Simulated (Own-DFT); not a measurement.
# Strain and stress in fcc Cu, 16 atoms (Cu16)

All numbers below are calculated, not measured. The program, named Own-DFT, is a retired in-house plane-wave density functional code that no person has reviewed. Each row is one single-point run on a periodic cell that was not relaxed, without spin or spin-orbit coupling.

Settings of every run: PBE; PseudoDojo norm-conserving scalar-relativistic files; cutoff 50 hartree; 7 x 7 x 5 k mesh centred on Gamma; cold (Marzari-Vanderbilt) smearing of 0.2 eV.

Known limits: forces on such cells failed a check on a denser k mesh; stress not checked against mesh or cutoff.

Unstrained cell vectors in Å: (3.615, 3.615, 0.000); (-3.615, 3.615, 0.000); (0.000, 0.000, 7.230). The unstrained cell has measured lattice constants (interpolated for alloys), not those of this functional. That, the random moves and any unrelaxed bonds set the pressure at no strain. Each run strains this cell uniformly, with the atoms carried along. Every atom was also moved at random, by a Gaussian of width 0.05 Å on each axis. Strain is the symmetric tensor, in per cent. Stress is positive in tension, and the pressure is minus a third of its trace.

| run | e_xx (%) | e_yy (%) | e_zz (%) | e_yz (%) | e_xz (%) | e_xy (%) | s_xx (GPa) | s_yy (GPa) | s_zz (GPa) | s_yz (GPa) | s_xz (GPa) | s_xy (GPa) | P (GPa) | E (meV/atom) |
|---|---|---|---|---|---|---|---|---|---|---|---|---|---|---|
| 1 | 1.42 | -0.14 | 0.45 | -0.62 | 1.60 | -0.93 | -0.57 | -1.23 | -0.57 | -1.04 | 2.95 | -1.41 | 0.79 | 15.8 |
| 2 | 1.02 | -0.62 | 1.00 | 1.70 | -0.09 | -1.02 | 0.07 | -1.59 | -0.23 | 2.99 | -0.04 | -1.43 | 0.58 | 1.1 |
| 3 | -1.62 | 1.46 | 1.80 | 0.21 | 1.62 | -1.77 | -2.03 | 0.33 | 0.18 | 0.06 | 3.00 | -2.96 | 0.51 | 7.0 |
| 4 | -1.57 | -0.98 | 1.48 | 0.63 | 1.20 | -0.93 | -5.68 | -5.05 | -3.40 | 1.37 | 1.92 | -1.65 | 4.71 | 12.9 |
| 5 | -0.52 | -1.52 | -1.86 | -0.90 | -0.58 | 1.93 | -9.46 | -10.30 | -10.23 | -1.60 | -1.46 | 3.65 | 10.00 | 31.4 |
| 6 | 0.85 | -1.98 | -1.73 | -1.72 | -0.17 | 0.25 | -6.08 | -8.95 | -8.05 | -3.60 | -0.05 | 0.60 | 7.69 | 17.6 |
| 7 | 0.48 | -1.67 | 0.78 | 0.38 | 1.87 | 1.11 | -3.68 | -4.53 | -2.89 | 0.68 | 2.97 | 1.76 | 3.70 | 11.3 |
| 8 | 0.78 | 1.63 | 0.11 | 1.56 | -1.72 | 0.56 | 0.32 | 0.91 | 0.49 | 2.28 | -2.97 | 0.91 | -0.57 | 8.9 |
| 9 | 0.68 | -0.87 | -0.14 | 0.21 | 0.78 | -0.21 | -2.80 | -4.02 | -2.77 | 0.50 | 1.25 | -0.40 | 3.20 | 2.8 |
| 10 | 0.41 | -1.93 | -1.63 | -0.75 | -0.56 | 1.59 | -7.19 | -9.30 | -8.38 | -2.02 | -0.78 | 2.94 | 8.29 | 20.7 |
| 11 | -1.07 | -0.03 | 0.95 | 1.75 | -2.00 | 0.46 | -3.85 | -3.51 | -3.18 | 2.99 | -3.57 | 0.53 | 3.52 | 16.5 |
| 12 | 1.11 | 0.01 | -1.41 | 0.51 | -1.20 | 1.29 | -3.39 | -3.96 | -4.14 | 0.71 | -1.72 | 2.55 | 3.83 | 17.0 |
| 13 | -0.14 | 1.67 | 1.51 | -1.11 | 0.96 | -1.79 | 0.26 | 1.15 | 1.65 | -1.70 | 1.73 | -2.60 | -1.02 | 15.0 |
| 14 | -0.51 | -0.63 | -1.38 | 0.35 | 1.37 | -0.14 | -7.52 | -7.60 | -7.57 | 0.66 | 2.68 | -0.61 | 7.56 | 25.3 |
| 15 | -0.77 | 0.23 | 0.64 | 0.02 | 1.23 | 0.10 | -3.09 | -2.17 | -1.83 | -0.11 | 2.27 | -0.24 | 2.36 | 0.0 |
| 16 | -0.23 | 1.61 | -1.86 | 1.44 | -0.64 | -1.65 | ? | ? | ? | ? | ? | ? | ? | ? |

E is the free energy for each atom above the lowest run shown.

## Worked fit

Each stress component was fitted by least squares to a constant and the strains of the runs shown, as fractions, with shears doubled. Shear strains stay in the fit of a normal stress only where such slopes are resolved. The slopes, in GPa:

| stress | at no strain | per e_xx | per e_yy | per e_zz | scatter |
|---|---|---|---|---|---|
| s_xx | -3.4 | 202 ± 13 | 116 ± 12 | 154 ± 12 | 0.46 |
| s_yy | -3.4 | 132 ± 12 | 186 ± 11 | 164 ± 11 | 0.41 |
| s_zz | -3.1 | 151 ± 12 | 127 ± 11 | 212 ± 11 | 0.42 |

Each shear stress against twice its own strain: yz 91 ± 5, xz 87 ± 3, xy 82 ± 5 GPa. These are stiffnesses along x, y and z of the frame in which the cell vectors are given, which need not be the crystal's axes. The atoms are held to the strained lattice; where symmetry lets them move under strain, relaxing them would lower some slopes. The table should be nearly symmetric about its diagonal, and what it lacks of that shows the noise. A ninth of its sum, 160 ± 5 GPa, estimates the bulk modulus near the mean pressure of these runs, 3.7 GPa, so it lies above the value at zero pressure.

## Withheld run

Question: what normal stresses and pressure should run 16 give?

The fit gives s_xx = -4.8, s_yy = -3.8, s_zz = -5.3 and P = 4.7 GPa. The calculation gave -4.02, -2.99, -4.23 and P = 3.75 GPa.
